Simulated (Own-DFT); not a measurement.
# How strain changes the stress of diamond-structure SiGeSn with randomly placed atoms, 64 atoms (Ge48Si8Sn8)

Calculated results; nothing here was measured. The program, named Own-DFT, is a retired in-house plane-wave density functional code that no person has reviewed. Each row is one single-point run on a periodic cell that was not relaxed, without spin or spin-orbit coupling.

Settings of every run: PBE; PseudoDojo norm-conserving scalar-relativistic files; cutoff 49 hartree; 3 x 3 x 3 k mesh centred on Gamma; Fermi-Dirac smearing of 0.1 eV.

Known limits: forces on such cells moved up to 12 meV/angstrom on a denser k mesh; stress not checked against mesh or cutoff.

Unstrained cell vectors in Å: (11.467, 0.000, 0.000); (0.000, 11.467, 0.000); (0.000, 0.000, 11.467). The unstrained cell has measured lattice constants (interpolated for alloys), not those of this functional. That, the random moves and any unrelaxed bonds set the pressure at no strain. Each run strains this cell uniformly, with the atoms carried along. Every atom was also moved at random, by a Gaussian of width 0.05 Å on each axis. The random placing of the alloy's atoms differs from row to row. Strain is the symmetric tensor, in per cent. Stress is positive in tension, and the pressure is minus a third of its trace.

| run | e_xx (%) | e_yy (%) | e_zz (%) | s_xx (GPa) | s_yy (GPa) | s_zz (GPa) | P (GPa) | E (meV/atom) |
|---|---|---|---|---|---|---|---|---|
| 1 | -0.25 | -0.25 | 0.00 | -5.47 | -5.40 | -5.37 | 5.41 | 28.0 |
| 2 | 1.75 | 1.75 | 0.00 | -2.08 | -2.20 | -3.12 | 2.47 | 0.4 |
| 3 | -2.75 | -2.75 | 0.00 | -10.63 | -10.68 | -8.74 | 10.02 | 89.4 |
| 4 | 0.50 | 0.50 | 0.00 | -3.87 | -3.96 | -4.26 | 4.03 | 0.0 |
| 5 | -1.75 | -1.75 | 0.00 | -8.45 | -8.36 | -7.45 | 8.08 | 67.6 |
| 6 | -3.00 | -3.00 | 0.00 | -10.82 | -10.90 | -8.90 | 10.21 | 76.3 |
| 7 | -1.50 | -1.50 | 0.00 | -7.82 | -7.71 | -6.91 | 7.48 | 50.6 |
| 8 | 2.25 | 2.25 | 0.00 | -1.51 | -1.58 | -2.67 | 1.92 | 7.2 |
| 9 | -2.50 | -2.50 | 0.00 | ? | ? | ? | ? | ? |

E is the free energy for each atom above the lowest run shown.

## Worked fit

The change of volume is close to e_xx + e_yy + e_zz. A straight line through the runs shown gives P = 5.26 - 82 x (fractional change of volume) GPa, with an error of 3 on the slope and a scatter of 0.30 GPa. The strain isn't the same on all axes, but the crystal is cubic, so the slope still estimates the bulk modulus, averaged over pressures from 1.9 to 10.2 GPa.

## Withheld run

Question: what pressure should run 9 give? Its volume changes by -4.94 %.

The line gives 9.3 GPa. The calculation gave 9.57 GPa.
